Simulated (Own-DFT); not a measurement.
# Strain and stress in bcc W, 16 atoms (W16)

These are calculations, not measurements. They come from Own-DFT, an in-house plane-wave density functional program, since retired, whose code no person has reviewed. Each row is one single-point run on a periodic cell that was not relaxed, without spin or spin-orbit coupling.

Settings of every run: PBE; PseudoDojo norm-conserving scalar-relativistic files; cutoff 50 hartree; 5 x 5 x 5 k mesh centred on Gamma; cold (Marzari-Vanderbilt) smearing of 0.2 eV.

Known limits: forces on such cells failed a check on a denser k mesh; stress not checked against mesh or cutoff.

Unstrained cell vectors in Å: (6.330, 0.000, 0.000); (0.000, 6.330, 0.000); (0.000, 0.000, 6.330). The unstrained cell has measured lattice constants (interpolated for alloys), not those of this functional. That, the random moves and any unrelaxed bonds set the pressure at no strain. Each run strains this cell uniformly, with the atoms carried along. Every atom was also moved at random, by a Gaussian of width 0.05 Å on each axis. Strain is the symmetric tensor, in per cent. Stress is positive in tension, and the pressure is minus a third of its trace.

```
run,e_xx (%),e_yy (%),e_zz (%),e_yz (%),e_xz (%),e_xy (%),s_xx (GPa),s_yy (GPa),s_zz (GPa),s_yz (GPa),s_xz (GPa),s_xy (GPa),P (GPa),E (meV/atom)
1,-1.50,-0.98,1.27,-1.72,1.49,-0.34,-15.89,-15.26,-8.00,-5.81,4.77,-0.29,13.05,81.1
2,1.77,-0.81,0.28,-0.90,-1.36,-1.48,0.22,-8.21,-4.47,-3.31,-4.50,-5.36,4.15,39.7
3,0.04,-1.23,0.63,1.38,-0.30,-0.74,-9.25,-12.95,-7.02,4.23,-0.91,-1.79,9.74,45.7
4,1.85,-1.87,1.11,-0.97,-1.60,1.97,-0.41,-11.89,-2.69,-2.30,-4.35,5.57,4.99,46.5
5,-0.37,0.28,0.33,-0.79,-0.91,-0.51,-7.59,-5.42,-5.01,-2.70,-2.87,-1.73,6.01,0.0
6,0.92,1.39,-1.58,0.77,1.77,1.92,-4.10,-2.85,-11.80,1.89,5.42,5.57,6.25,54.3
7,-0.07,-0.93,-1.00,-0.79,0.44,0.67,-12.50,-16.04,-16.23,-2.65,1.50,2.03,14.93,58.6
8,1.14,0.76,-0.89,1.67,-1.85,1.73,-3.45,-4.06,-9.18,5.59,-6.12,5.84,5.56,58.9
9,-0.69,1.06,0.18,-1.18,-1.20,0.25,-9.12,-3.28,-6.90,-3.60,-3.64,0.53,6.43,39.9
10,-1.62,-1.86,1.07,-1.24,-0.97,-0.41,-19.03,-19.69,-10.09,-4.67,-3.65,-2.01,16.27,67.7
11,0.73,0.74,-0.30,-1.48,-0.18,-2.00,-4.04,-4.58,-6.85,-4.64,-1.59,-6.42,5.15,53.6
12,-0.48,-0.41,0.32,0.69,0.45,-0.91,-10.86,-9.95,-8.44,2.26,1.45,-3.03,9.75,43.0
13,-0.50,-1.43,0.14,-1.77,0.83,-1.12,-15.06,-18.99,-13.18,-5.06,2.45,-3.83,15.74,98.8
14,1.84,0.32,0.70,0.48,0.34,-0.01,3.59,-0.96,-0.14,1.45,0.77,-0.01,-0.83,41.3
15,-0.40,0.67,-0.31,1.08,-1.72,1.53,?,?,?,?,?,?,?,?
```

E is the free energy for each atom above the lowest run shown.

## Worked fit

Each stress component was fitted by least squares to a constant and the strains of the runs shown, as fractions, with shears doubled. Shear strains stay in the fit of a normal stress only where such slopes are resolved. The slopes, in GPa:

```
stress  at no strain  per e_xx  per e_yy  per e_zz  scatter
  s_xx          -8.4  528 ± 17  234 ± 22  237 ± 29     0.68
  s_yy          -8.5  224 ± 24  572 ± 31  266 ± 41     0.97
  s_zz          -8.4  224 ± 19  237 ± 26  552 ± 34     0.79
```

Each shear stress against twice its own strain: yz 155 ± 7, xz 159 ± 5, xy 157 ± 6 GPa. These are stiffnesses along x, y and z of the frame in which the cell vectors are given, which need not be the crystal's axes. The atoms are held to the strained lattice; where symmetry lets them move under strain, relaxing them would lower some slopes. The table should be nearly symmetric about its diagonal, and what it lacks of that shows the noise. A ninth of its sum, 342 ± 13 GPa, estimates the bulk modulus near the mean pressure of these runs, 8.4 GPa, so it lies above the value at zero pressure.

## Withheld run

Question: what normal stresses and pressure should run 15 give?

The fit gives s_xx = -9.6, s_yy = -6.3, s_zz = -9.4 and P = 8.5 GPa. The calculation gave -9.53, -6.22, -9.60 and P = 8.45 GPa.
